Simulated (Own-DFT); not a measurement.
# Strain and stress in wurtzite GaN, 72 atoms (Ga36N36)

Calculated results; nothing here was measured. The program, named Own-DFT, is a retired in-house plane-wave density functional code that no person has reviewed. Each row is one single-point run on a periodic cell that was not relaxed, without spin or spin-orbit coupling.

Settings of every run: PBE; PseudoDojo norm-conserving scalar-relativistic files (stringent for Ga); cutoff 96 hartree; 4 x 4 x 3 k mesh centred on Gamma; Gaussian smearing of 0.01 eV.

Known limits: forces not confirmed at this smearing and k mesh; stress not checked against mesh or cutoff.

Unstrained cell vectors in Å: (9.567, 0.000, 0.000); (-4.783, 8.285, 0.000); (0.000, 0.000, 10.370). The unstrained cell has measured lattice constants (interpolated for alloys), not those of this functional. That, the random moves and any unrelaxed bonds set the pressure at no strain. Each run strains this cell uniformly, with the atoms carried along. Every atom was also moved at random, by a Gaussian of width 0.05 Å on each axis. Strain is the symmetric tensor, in per cent. Stress is positive in tension, and the pressure is minus a third of its trace.

```
run  e_xx (%)  e_yy (%)  e_zz (%)  e_yz (%)  e_xz (%)  e_xy (%)  s_xx (GPa)  s_yy (GPa)  s_zz (GPa)  s_yz (GPa)  s_xz (GPa)  s_xy (GPa)  P (GPa)  E (meV/atom)
  1      0.33     -1.72      0.75      1.07     -0.36      1.94       -5.70      -15.98       -5.38        3.63       -1.00        6.05     9.02          29.9
  2      0.33     -0.53     -1.93     -0.53      1.11     -1.74       -7.86      -11.19      -17.47       -1.65        2.14       -5.80    12.17          43.6
  3     -1.75     -0.22      1.56      1.31     -1.84      0.69      -14.27       -8.09       -2.85        1.95       -4.33        1.80     8.40          27.6
  4      0.97      0.78     -0.55      0.86      0.65      1.49       -1.95       -3.04       -8.83        2.19        0.89        4.29     4.60           1.2
  5     -1.66      1.45     -1.39      0.66     -0.05      1.69      -12.07       -5.58      -13.13        0.35        0.00        4.31    10.26          23.6
  6     -1.68     -1.53     -0.94      0.33      0.99     -0.20      -17.40      -17.06      -14.93       -0.38        2.77       -1.94    16.46          49.0
  7     -0.67     -0.41      0.91     -0.21      0.71     -0.70       -8.86       -9.06       -3.80        0.61        2.23       -3.06     7.24           0.0
  8     -0.47     -1.39      0.81     -0.97     -0.46      0.47      -10.43      -13.16       -5.08       -2.30       -0.77        1.62     9.56          21.3
  9      0.29      1.06     -1.54      1.77     -0.86     -1.71       -6.54       -2.31      -14.11        3.66       -1.77       -5.09     7.66          21.7
 10     -1.62      0.92     -0.24      1.15      0.29     -1.21      -15.41       -5.99       -7.82        2.62        0.16       -5.54     9.74          30.7
 11      1.61     -0.63      1.09      1.90      1.21     -0.03        0.25       -8.29       -1.72        4.29        2.15        0.38     3.25           6.5
 12      0.40      0.38     -0.24      0.90     -0.55     -0.85       -4.72       -7.90       -5.92        3.00       -0.51       -2.19     6.18           8.4
 13      1.51      0.73     -0.22     -1.78      1.41      1.05        0.38       -1.65       -8.99       -3.96        2.00        2.27     3.42          11.5
 14     -1.45     -0.36      1.22     -0.21     -1.41     -0.29      -13.52       -9.36       -2.64       -0.40       -3.01       -2.32     8.51          12.3
 15     -1.20     -0.16     -1.26      0.17      0.51      0.03           ?           ?           ?           ?           ?           ?        ?             ?
```

E is the free energy for each atom above the lowest run shown.

## Worked fit

Each stress component was fitted by least squares to a constant and the strains of the runs shown, as fractions, with shears doubled. Shear strains stay in the fit of a normal stress only where such slopes are resolved. The slopes, in GPa:

```
stress,at no strain,per e_xx,per e_yy,per e_zz,scatter
s_xx,-7.0,458 ± 24,106 ± 31,76 ± 28,1.04
s_yy,-7.6,112 ± 29,461 ± 39,95 ± 35,1.27
s_zz,-7.6,49 ± 26,105 ± 34,476 ± 31,1.12
```

Each shear stress against twice its own strain: yz 111 ± 11, xz 104 ± 10, xy 156 ± 6 GPa. These are stiffnesses along x, y and z of the frame in which the cell vectors are given, which need not be the crystal's axes. The atoms are held to the strained lattice; where symmetry lets them move under strain, relaxing them would lower some slopes. The table should be nearly symmetric about its diagonal, and what it lacks of that shows the noise. A ninth of its sum, 215 ± 5 GPa, estimates the bulk modulus near the mean pressure of these runs, 8.3 GPa, so it lies above the value at zero pressure.

## Withheld run

Question: what normal stresses and pressure should run 15 give?

The fit gives s_xx = -13.6, s_yy = -10.9, s_zz = -14.3 and P = 13.0 GPa. The calculation gave -11.69, -10.16, -15.11 and P = 12.32 GPa.
